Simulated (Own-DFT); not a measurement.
# Computed records: SiC (2H silicon carbide, atoms displaced)

All values are calculated (Own-DFT development build). A calculation, not a measurement: plane-wave PBE density functional theory by an unreviewed code, no spin, of a simulated periodic cell, stress positive in tension, free energy of the whole cell less one offset for each atom, forces on such cells passed a denser k mesh, this cell's mesh not checked; offsets are fitted by least squares, one for each functional and potential file, so energies compare only between cells with the same atoms and settings and are not formation energies; the far tail of each file's local potential was reset to the Coulomb form; each entry is a single point on an unrelaxed cell, so the pressure reflects the starting lattice, mostly measured values (interpolated for alloys), from which strain is counted, and rises with the displacements; printed positions are rounded, which can move forces by about a meV/angstrom; the program, named Own-DFT, is a retired in-house code; no spin-orbit coupling.

Common to all runs: functional PBE; potential files PseudoDojo norm-conserving, scalar-relativistic, standard set; wave cutoff 42 hartree; occupations Fermi-Dirac; smearing width 0.1 eV; hardware one NVIDIA H100; k mesh 4 x 4 x 3 centred on Gamma.

(1) SiC (2H silicon carbide, atoms displaced)

```xyz
72
Lattice="9.2481 0.0000 0.0000 -4.6241 8.0091 0.0000 0.0000 0.0000 10.0681" Properties=species:S:1:pos:R:3 SiC
Si     4.6170     8.0039    10.0083
Si     0.0322     1.7861     2.5310
C      4.6077     7.9965     1.9282
C      0.0169     1.7650     4.3801
Si     0.0240     0.0409     5.0232
Si    -0.0487     1.7783     7.5042
C     -4.5738     7.9997     6.9111
C     -0.0128     1.7841     9.4288
Si    -1.5148     2.6871     0.0029
Si    -1.5338     4.4851     2.5166
C      7.6562     2.6492     1.8771
C     -1.4750     4.4314     4.4026
Si     7.6551     2.6300     5.0421
Si    -1.5415     4.4598     7.5023
C     -1.5363     2.6816     6.9225
C     -1.5222     4.4737     9.3609
Si    -3.0710     5.3256    10.0380
Si    -3.0951     7.1050     2.5185
C      6.1627     5.3185     1.8721
C     -3.0800     7.1000     4.3968
Si    -3.0333     5.3674     5.0216
Si    -3.0558     7.1190     7.5090
C      6.1241     5.3007     6.9137
C     -3.1122     7.0844     9.4331
Si    -1.5457     7.9746    10.0372
Si     3.0856     1.7872     2.5009
C     -1.5472     7.9808     1.9018
C      3.0476     1.8355     4.3619
Si     3.0463     0.0199     5.0343
Si     3.0976     1.7989     7.5679
C     -1.5420     7.9805     6.9476
C      3.0831     1.7886     9.4702
Si     1.5647     2.7139    10.0439
Si     1.5334     4.4642     2.5011
C      1.5444     2.6596     1.8565
C      1.5115     4.4656     4.3631
Si     1.5696     2.7193     5.0809
Si     1.5894     4.4052     7.5646
C      1.4944     2.6822     6.9497
C      1.5526     4.4052     9.4062
Si     0.0232     5.3733    10.0525
Si    -0.0440     7.0959     2.5137
C     -0.0216     5.3186     1.8456
C     -0.0530     7.1332     4.3656
Si     0.0204     5.3859     5.0593
Si    -0.0134     7.1328     7.5719
C     -0.0506     5.3804     6.9658
C      0.0365     7.1049     9.4233
Si     1.5712     7.9864     0.0146
Si     6.1746     1.7653     2.4975
C      6.1252     0.0573     1.9089
C      6.2010     1.7987     4.3977
Si     6.1257     0.0153     5.0546
Si     6.2012     1.7830     7.5436
C      6.1579     0.0443     6.9373
C      6.1790     1.7782     9.4357
Si     4.6509     2.6269    10.0642
Si     4.6233     4.4574     2.4806
C      4.6411     2.6232     1.8673
C      4.6549     4.4840     4.4378
Si     4.6078     2.6611     5.0719
Si     4.6029     4.4174     7.5263
C      4.5927     2.7053     6.9215
C      4.6582     4.4476     9.3786
Si     3.0758     5.3018     0.0293
Si     3.1141     7.1378     2.5780
C      3.1214     5.3730     1.9113
C      3.1029     7.0831     4.4390
Si     3.0745     5.3583     5.0192
Si     3.0610     7.1677     7.5063
C      3.0898     5.2847     6.9669
C      3.0607     7.1168     9.4516
```

It finds free energy of cell above offsets -10.684 eV; pressure 3.71 GPa; stress xx -2.72 GPa; stress yy -2.8 GPa; stress zz -5.6 GPa; stress yz 0.31 GPa; stress xz 0.2 GPa; stress xy -0.4 GPa; wall time 373.3 s.

Force:
```tsv
element	x (eV/Å)	y (eV/Å)	z (eV/Å)
Si	-0.163	0.108	1.316
Si	-0.949	-0.107	-0.927
C	0.627	0.501	-0.949
C	-0.072	0.936	1.196
Si	-0.168	-1.155	-0.134
Si	0.956	-0.207	1.132
C	-1.102	0.484	-0.14
C	0.572	0.014	-0.302
Si	-0.56	0.104	-0.395
Si	-0.45	-1.463	-0.13
C	1.63	0.861	0.376
C	-0.824	0.357	0.337
Si	2.054	1.147	-0.512
Si	-0.636	0.084	0.439
C	-0.472	-0.192	-0.558
C	0.146	-0.286	1.435
Si	0.03	-0.272	-0.116
Si	0.008	0.014	-0.464
C	0.164	0.447	-0.026
C	0.016	0.818	0.277
Si	-0.446	-1.123	0.156
Si	-0.769	-1.135	0.984
C	0.89	0.784	-0.295
C	0.697	0.668	-0.473
Si	-0.154	0.359	0.641
Si	-0.036	-0.33	-0.567
C	-0.443	0.406	-0.551
C	0.68	-0.777	1.35
Si	0.279	0.171	-0.411
Si	-0.729	-0.493	0.129
C	0.319	1.343	-0.624
C	0.194	-0.573	-0.662
Si	-0.804	-1.726	0.322
Si	0.261	-0.343	-0.339
C	0.154	0.66	0.36
C	0.626	0.356	1.126
Si	-1.136	-0.367	-1.183
Si	-1.469	1.318	-0.338
C	0.934	-0.677	-0.376
C	-0.011	1.462	1.043
Si	-0.445	-1.274	-0.774
Si	0.833	0.515	-0.599
C	0.697	0.578	0.443
C	0.67	0.245	1.256
Si	-0.49	-0.625	-0.192
Si	0.519	-0.145	-0.263
C	1.832	-0.509	-0.95
C	-0.399	0.747	0.573
Si	-0.491	0.947	0.103
Si	-0.409	0.747	0.475
C	0.644	-2.296	-0.011
C	-1.772	-0.859	0.177
Si	0.583	-0.24	-0.991
Si	-1.014	0.808	0.622
C	-0.406	-0.681	-0.531
C	0.343	-0.353	-0.165
Si	-0.056	0.909	-0.318
Si	0.466	-0.901	1.057
C	-0.436	1.037	0.482
C	-0.359	-0.708	-0.82
Si	0.382	0.845	-1.478
Si	0.591	1.013	0.35
C	0.696	-1.667	0.169
C	-0.748	-0.61	1.544
Si	0.792	0.583	-1.058
Si	-1.113	0.166	-0.942
C	-1.138	-0.434	-0.27
C	-0.657	1.597	0.346
Si	0.437	-1.188	0.601
Si	0.775	-1.526	0.921
C	-0.643	1.623	-1.274
C	0.474	-0.519	-0.63
```

(2) SiC (2H silicon carbide, atoms displaced)

```xyz
72
Lattice="9.2481 0.0000 0.0000 -4.6241 8.0091 0.0000 0.0000 0.0000 10.0681" Properties=species:S:1:pos:R:3 SiC
Si     4.5954     7.9627     0.0293
Si     0.0595     1.8017     2.4391
C     -4.5903     7.9568     1.8755
C      0.0244     1.8123     4.4104
Si     0.0259     0.0191     5.0542
Si    -0.0309     1.8291     7.5335
C      0.0098     0.0055     6.9133
C     -0.0427     1.7339     9.4179
Si    -1.5305     2.6828    10.0272
Si    -1.5914     4.4273     2.5020
C      7.6999     2.6400     1.8829
C     -1.5346     4.4232     4.4171
Si     7.6610     2.6859     5.0322
Si    -1.5129     4.4618     7.5412
C      7.6834     2.6329     6.9349
C     -1.5745     4.4472     9.4245
Si     6.1251     5.3949     0.0302
Si    -3.1168     7.1188     2.5058
C      6.1529     5.3261     1.8562
C     -3.0208     7.0891     4.4213
Si    -3.0935     5.3892     5.0322
Si    -3.1513     7.1408     7.5854
C      6.1345     5.3078     6.8970
C     -3.0870     7.1566     9.5055
Si     3.0633     0.0426     0.0081
Si     3.1274     1.7335     2.5677
C     -1.5772     7.9763     1.8951
C      3.0999     1.7958     4.4355
Si     3.0914     0.0337     5.0481
Si     3.0514     1.7644     7.5303
C      3.1077     0.0043     6.9169
C      3.0869     1.7561     9.4052
Si     1.5323     2.6551     0.0533
Si     1.5322     4.4776     2.5325
C      1.5107     2.6705     1.8959
C      1.5276     4.3765     4.4482
Si     1.4844     2.6666     5.0412
Si     1.5697     4.4656     7.5197
C      1.5405     2.6804     6.8911
C      1.4816     4.4537     9.4674
Si    -0.0431     5.3480    10.0409
Si     0.0206     7.1813     2.5549
C     -0.0026     5.3407     1.9147
C     -0.0184     7.1262     4.4169
Si    -0.0199     5.3193     5.0402
Si     0.0210     7.1508     7.5793
C      0.0028     5.3556     6.9744
C      0.0135     7.0524     9.4677
Si     6.1737     0.0140     0.0031
Si     6.1449     1.7937     2.5505
C      1.5079     7.9760     1.9171
C      6.1408     1.7401     4.4289
Si     6.1527     0.0185     5.0066
Si     6.2157     1.8084     7.5927
C      6.1738     0.0087     6.9144
C      6.1926     1.7262     9.4315
Si     4.6585     2.6711     0.0076
Si     4.5884     4.4710     2.5242
C      4.6158     2.6805     1.9013
C      4.6863     4.4041     4.4175
Si     4.6502     2.7131     5.0249
Si     4.6307     4.5086     7.5657
C      4.6584     2.7011     6.9497
C      4.6156     4.4450     9.4306
Si     3.0780     5.3467     0.0345
Si     3.1011     7.1154     2.5084
C      3.0770     5.3741     1.9354
C      3.0694     7.1248     4.3784
Si     3.0866     5.3317     5.0088
Si     3.0969     7.0797     7.5228
C      3.0642     5.2815     6.9122
C      3.0624     7.0899     9.4621
```

It finds free energy of cell above offsets -10.441 eV; pressure 3.8 GPa; stress xx -2.61 GPa; stress yy -3.36 GPa; stress zz -5.42 GPa; stress yz 1.4 GPa; stress xz 0.08 GPa; stress xy -0.61 GPa; wall time 372.2 s.

Force:
```tsv
element	x (eV/Å)	y (eV/Å)	z (eV/Å)
Si	-0.023	0.832	-0.918
Si	-1.939	-1.035	1.726
C	-1.166	1.34	0.466
C	-1.339	-1.036	-0.696
Si	-0.199	-0.267	-1.028
Si	0.908	-1.048	0.219
C	-0.705	0.289	0.435
C	0.84	0.483	0.654
Si	-0.389	-0.446	0.727
Si	1.305	0.243	0.164
C	0.018	0.185	-0.18
C	-0.883	0.688	-0.16
Si	0.764	-0.873	-0.003
Si	-1.039	-0.217	0.058
C	0.765	1.571	-0.551
C	-0.287	0.433	0.27
Si	0.596	-1.188	-1.18
Si	1.317	-0.86	0.645
C	-0.509	0.217	1.283
C	-1.271	1.464	-0.618
Si	0.727	-1.56	0.143
Si	1.943	-0.59	-0.369
C	0.894	1.429	0.819
C	-0.35	-0.406	-1.179
Si	0.935	-1.029	0.011
Si	-1.233	0.644	-0.752
C	0.722	0.81	0.217
C	-0.348	0.189	-0.035
Si	0.292	-0.5	0.03
Si	1.098	0.684	-0.189
C	-0.95	-0.34	0.665
C	-0.06	1.019	0.968
Si	-0.102	0.128	-1.735
Si	-0.515	-0.592	0.123
C	2.187	0.49	0.234
C	0.284	2.004	-0.842
Si	1.592	-0.447	-0.064
Si	-1.186	-0.815	1.225
C	-0.466	-0.11	0.901
C	1.278	-0.494	-0.381
Si	0.316	-0.951	1.267
Si	-1.403	-2.077	-0.561
C	-0.598	0.358	-0.199
C	0.369	-0.161	0.306
Si	0.421	0.409	0.176
Si	-0.195	-0.341	-0.235
C	0.22	0.032	-1.124
C	-0.539	2.443	-0.358
Si	-0.547	-1.274	0.381
Si	0.558	-0.596	-0.655
C	1.346	1.424	-0.556
C	0.354	1.313	-0.524
Si	0.023	-1.094	0.908
Si	-1.758	-0.982	-1.006
C	0.39	0.004	0.26
C	-0.344	1.308	0.757
Si	-0.574	-0.413	-0.63
Si	0.825	-0.456	0.015
C	-0.037	-0.101	-0.044
C	-1.085	1.976	-0.769
Si	-0.37	-1.516	1.408
Si	-0.303	-1.82	-0.379
C	-0.5	-0.26	-0.079
C	-0.01	0.579	0.838
Si	-0.742	-0.804	-0.487
Si	-0.569	0.777	0.299
C	-0.089	-0.832	-0.5
C	0.654	-0.062	0.732
Si	-0.049	-0.446	0.12
Si	-0.648	0.567	0.294
C	0.971	1.54	-0.306
C	0.409	0.168	-0.456
```

(3) SiC (2H silicon carbide, atoms displaced)

```xyz
72
Lattice="9.2481 0.0000 0.0000 -4.6241 8.0091 0.0000 0.0000 0.0000 10.0681" Properties=species:S:1:pos:R:3 SiC
Si    -0.0061     0.0313    10.0619
Si     0.0338     1.8430     2.5001
C      0.0192     0.0400     1.9208
C     -0.0087     1.7845     4.3785
Si    -0.0017     0.0073     5.0159
Si    -0.0200     1.7077     7.5159
C     -0.0350     0.0648     6.9136
C      0.0094     1.7815     9.4548
Si     7.6909     2.6512     0.0263
Si    -1.5173     4.4287     2.5209
C     -1.5297     2.6870     1.9306
C     -1.5535     4.4850     4.4284
Si    -1.5339     2.6889     5.0243
Si    -1.5639     4.4631     7.4929
C     -1.5185     2.6735     6.9251
C     -1.6085     4.4297     9.3900
Si    -3.0541     5.3765     0.0582
Si    -3.0792     7.1112     2.5064
C      6.1509     5.3449     1.8532
C     -3.0798     7.0819     4.4477
Si     6.1289     5.3621     5.0342
Si    -3.1081     7.0650     7.5418
C      6.1538     5.3299     6.9357
C     -3.0341     7.1223     9.4208
Si    -1.5609     7.9961     0.0330
Si     3.0635     1.7550     2.5417
C      3.0874     0.0000     1.8821
C      3.0533     1.7281     4.4142
Si     3.0628     0.0087     5.0485
Si     3.0666     1.8163     7.5447
C     -1.4967     7.9534     6.9220
C      3.0936     1.8179     9.4363
Si     1.5905     2.6592     0.0245
Si     1.5875     4.4835     2.5002
C      1.5478     2.6789     1.8695
C      1.5788     4.4538     4.3819
Si     1.5572     2.6937     5.1155
Si     1.5065     4.4857     7.5512
C      1.4698     2.7111     6.9261
C      1.5776     4.4116     9.4323
Si    -0.0294     5.3434     0.0150
Si     0.0169     7.1130     2.5885
C     -0.0158     5.4134     1.8790
C     -0.0326     7.1287     4.3610
Si     0.0919     5.3201     5.0508
Si    -0.0297     7.1432     7.5445
C     -0.0197     5.3719     6.9351
C      0.0311     7.1464     9.4922
Si     6.1817     0.0054    10.0412
Si     6.2131     1.7676     2.4918
C      6.1303     0.0039     1.8937
C      6.1452     1.7605     4.3752
Si     6.1247     0.0591     5.0910
Si     6.1772     1.7990     7.5379
C      6.1044     0.0223     6.9310
C      6.1233     1.8077     9.4148
Si     4.6022     2.7022    10.0604
Si     4.6079     4.4642     2.5041
C      4.6296     2.6846     1.8201
C      4.5826     4.4246     4.4397
Si     4.7034     2.6414     5.0214
Si     4.6328     4.4745     7.5338
C      4.5674     2.6426     6.9105
C      4.5376     4.4067     9.4948
Si     3.0651     5.3089     0.0507
Si     3.0659     7.1305     2.5491
C      3.0194     5.3193     1.9250
C      3.0603     7.1643     4.3835
Si     3.0598     5.3708     5.0333
Si     3.1102     7.0614     7.5867
C      3.0879     5.3235     6.8934
C      3.0579     7.1378     9.4410
```

The calculation gives: free energy of cell above offsets -9.889 eV; pressure 4.02 GPa; stress xx -2.06 GPa; stress yy -3.36 GPa; stress zz -6.65 GPa; stress yz -0.08 GPa; stress xz 0.65 GPa; stress xy -0.13 GPa; wall time 363.3 s.

Force:
```tsv
element	x (eV/Å)	y (eV/Å)	z (eV/Å)
Si	0.415	-0.654	0.387
Si	-0.264	-1.012	0.435
C	-0.537	-0.594	-0.52
C	0.605	0.547	0.72
Si	-0.187	0.165	-0.288
Si	0.11	2.991	1.597
C	0.535	-3.302	-0.354
C	-0.092	0.164	-0.351
Si	-0.028	0.457	-0.935
Si	-0.409	1.381	0.295
C	0.214	-0.241	-0.883
C	0.511	-0.417	-0.084
Si	-0.146	-0.254	-0.177
Si	0.539	-0.505	1.001
C	-0.648	-0.073	-0.48
C	1.089	0.332	1.001
Si	-1.16	-0.996	-2.206
Si	0.097	0.351	0.461
C	0.321	-0.095	1.927
C	-0.497	1.074	-0.812
Si	0.283	-1.058	-0.015
Si	0.752	1.642	-0.009
C	-0.348	-0.018	-0.656
C	-1.467	-0.094	0.362
Si	1.23	0.95	-0.865
Si	0.604	0.48	-0.694
C	-0.186	-0.244	0.901
C	0.566	1.343	0.397
Si	0.344	-0.996	-0.137
Si	-0.591	-1.054	0.213
C	-2.345	1.537	0.024
C	-0.247	-1.282	-0.018
Si	-0.903	0.11	-1.009
Si	-2.475	-1.166	0.336
C	0.429	0.547	0.769
C	-0.236	-0.328	0.529
Si	-0.34	-0.597	-2.226
Si	0.387	-0.471	0.485
C	0.879	-0.652	0.838
C	-1.265	0.891	0.478
Si	0.418	-0.177	-0.968
Si	-0.621	0.873	-2.331
C	0.379	-1.843	0.642
C	0.771	-0.227	2.645
Si	-1.956	0.929	-0.613
Si	0.925	-0.452	1.289
C	0.401	-0.226	-0.218
C	-0.968	-0.682	-1.165
Si	-0.792	0.679	0.708
Si	-1.503	0.216	-0.054
C	1.109	-0.063	-0.237
C	1.22	0.642	0.263
Si	0.193	-1.33	-1.364
Si	-0.69	0.009	0.21
C	1.46	-0.449	0.506
C	0.849	-0.401	0.608
Si	0.256	-1.153	-0.296
Si	0.076	-0.696	0.229
C	-0.019	-0.362	2.187
C	0.717	0.532	-0.798
Si	-2.464	0.342	0.143
Si	-0.834	-1.394	0.917
C	1.638	0.995	-0.087
C	1.832	2.16	-1.304
Si	-0.346	0.759	-0.766
Si	0.027	0.458	-1.087
C	2.291	1.548	-0.546
C	-0.109	-0.436	1.403
Si	0.602	0.02	-0.475
Si	-1.133	1.347	-1.004
C	-0.336	0.402	0.628
C	1.067	-0.883	0.498
```
